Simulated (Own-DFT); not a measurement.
# What it costs to cut wurtzite AlN, m plane (10-10)

No measurement is shown. These are fixed-geometry runs of a retired plane-wave code named Own-DFT, which no person has reviewed; spin and spin-orbit coupling are neglected.

Caveats (not all hold for every row): some atoms lie very close together; forces not confirmed at this smearing and k mesh; k mesh not checked against a denser one.

Both sets of runs: PBE; PseudoDojo norm-conserving scalar-relativistic files; cutoff 42 hartree; Gaussian smearing of 0.01 eV. The slab has 128 atoms in 16 layers, two equal faces of 62.02 Å² as cut, 15 Å of vacuum, a dipole correction along the normal and a 6 x 3 x 1 mesh. The bulk cell has 128 atoms, the same measured lattice constants and a 3 x 3 x 3 mesh. In the slab only the 32 atoms nearest the faces were moved at random; u is their rms move along one axis. Energies are counted from -174.06 eV for each atom.

```
slab run,u (Å),E (eV, cell)
1,0.0428,20.777
2,0.0457,21.113
3,0.0501,21.580
4,0.0505,20.522
5,0.0530,20.702
6,0.0541,21.374
7,0.0548,20.894
8,0.0905,28.208
9,0.0934,26.576
10,0.0935,25.824
11,0.1051,27.626
12,0.1160,31.818
```

```
bulk run,u (Å),E (meV/atom)
1,0.0188,-3.89
2,0.0188,-2.77
3,0.0192,-2.57
4,0.0196,-2.92
5,0.0197,-1.32
6,0.0197,-1.94
7,0.0200,-1.42
8,0.0960,304.01
9,0.1008,370.99
10,0.1012,329.90
```

Question: what is the energy of the unrelaxed surface?

## Answer

Take each set to u = 0 with E = a + b u². Rows are weighted down as u grows, with residuals divided by u² + 0.0006 Å². Slab: a = 18.88 ± 0.33 eV. Bulk: a = -15.8 ± 0.5 meV/atom. The excess is 18.88 - 128 x (-0.0158) = 20.90 ± 0.34 eV. Over two faces that is 169 meV/Å², or 2.70 ± 0.04 J/m². Relaxing the faces would lower the energy, and the unlike meshes and the reach from the smallest u down to zero add errors that aren't counted here.
